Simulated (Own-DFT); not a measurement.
# A change of arrangement and its cost: In48P48, 96 atoms

Calculated results; nothing here was measured. They come from Own-DFT, an in-house plane-wave density functional program, since retired, whose code no person has reviewed. Each row is one single-point run on a periodic cell that was not relaxed, without spin or spin-orbit coupling.

Settings of every run: PBE; PseudoDojo norm-conserving scalar-relativistic files; cutoff 36 hartree; 2 x 3 x 3 k mesh centred on Gamma; Fermi-Dirac smearing of 0.1 eV.

Known limits, some of them of some rows only: not probed for a lower state with spin; forces on such cells failed a check on a denser k mesh; forces not confirmed at this smearing and k mesh; stress not checked against mesh or cutoff.

All cells hold the same atoms in the same cell, with vectors in Å (17.606, 0.000, 0.000); (0.000, 11.737, 0.000); (0.000, 0.000, 11.737). Every atom was moved at random from its ideal site; u is the rms move along one axis. The defect's site can differ from row to row. E is the free energy of the cell above the lowest run. The arrangements:

- A: zincblende InP
- B: zincblende InP, with one In on a P site and one P on an In site, 2.5 Å apart

| arrangement | u (Å) | E (eV) | P (GPa) |
|---|---|---|---|
| A | 0.0190 | 0.049 | 3.20 |
| A | 0.0190 | 0.000 | 3.19 |
| A | 0.0195 | 0.038 | 3.20 |
| A | 0.0486 | 2.688 | 3.51 |
| A | 0.0499 | 3.176 | 3.62 |
| A | 0.0513 | 2.849 | 3.56 |
| B | 0.0276 | 4.537 | 3.48 |
| B | 0.0295 | 4.619 | 3.50 |
| B | 0.0296 | 5.011 | 3.58 |
| B | 0.0476 | 6.802 | 3.76 |
| B | 0.0503 | 7.160 | 3.87 |
| B | 0.0510 | 7.401 | 3.85 |

Question: once the cost of the random moves is taken out, how do the arrangements rank?

## Worked answer

Fit E = a + b u², with one b for all and one a for each arrangement, and with residuals divided by u², since the noise grows with the moves. Then b = 1401 eV/Å², the scatter at u = 0.04 Å is 0.21 eV, and against A:

- B: 4.04 ± 0.08 eV (higher)

These are energies of unrelaxed cells. Relaxing the atoms lowers the strained arrangements most, so the gaps would shrink and small ones could change sign.
